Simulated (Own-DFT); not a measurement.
# Stretching a layer in its plane: grey tin, 32 atoms (Sn32)

Calculated, not measured: single-point runs of Own-DFT, a retired in-house plane-wave DFT program that no person has reviewed, on unrelaxed cells, without spin or spin-orbit coupling.

Settings: PBE; PseudoDojo norm-conserving scalar-relativistic files; cutoff 42 hartree; 3 x 3 x 5 k mesh centred on Gamma; cold (Marzari-Vanderbilt) smearing of 0.2 eV.

Caveats: forces on such cells failed a check on a denser k mesh; stress not checked against mesh or cutoff.

Unstrained cell vectors in Å: (12.978, 0.000, 0.000); (0.000, 12.978, 0.000); (0.000, 0.000, 6.489). The unstrained cell has measured lattice constants (interpolated for alloys), not those of this functional. That, the random moves and any unrelaxed bonds set the pressure at no strain. Each run strains x and y alike by e, as a substrate would, and holds the height along z. Random moves of width 0.05 Å per axis were added to every atom. Stress is positive in tension.

| e (%) | u (Å) | (s_xx + s_yy)/2 (GPa) | s_zz (GPa) |
|---|---|---|---|
| -3.00 | 0.051 | -7.54 | -6.74 |
| -3.00 | 0.043 | -7.46 | -6.53 |
| -2.25 | 0.050 | -6.52 | -5.82 |
| -2.25 | 0.049 | -6.43 | -5.77 |
| -1.75 | 0.055 | -5.78 | -5.30 |
| -1.75 | 0.050 | -5.73 | -5.31 |
| -0.75 | 0.054 | -4.65 | -4.30 |
| -0.75 | 0.048 | -4.53 | -4.23 |
| -0.25 | 0.053 | -3.97 | -3.85 |
| -0.25 | 0.050 | -3.88 | -3.80 |
| 0.50 | 0.050 | -3.06 | -3.29 |
| 0.50 | 0.044 | -3.04 | -3.11 |
| 1.50 | 0.046 | ? | ? |
| 2.00 | 0.047 | -1.51 | -2.07 |
| 2.00 | 0.053 | -1.58 | -2.04 |

## Analysis

With e as a fraction, the in-plane stress is -3.6 + 115 e - 462 e² GPa (errors 1 and 61, scatter 0.06), and s_zz is -3.6 + 87 e - 469 e² GPa (slope ± 1, scatter 0.07). At e = 0 the first slope is C11 + C12 and the second 2 C12, both with the ions held to the strained lattice and at the cell's own pressure. The term in e² is negative: the layer stiffens under compression and softens under tension. A free layer would change its height as e changes, and the in-plane slope would drop by 2 C12²/C11 to the biaxial modulus. At fixed height, a misfit of 1 % moves the in-plane stress by about 1.1 GPa and s_zz by 0.9 GPa.

## Withheld run

Asked: what are the two stresses at e = 1.50 %?

From the fit: -2.0 and -2.4 GPa. The calculation gave -1.99 and -2.34 GPa.
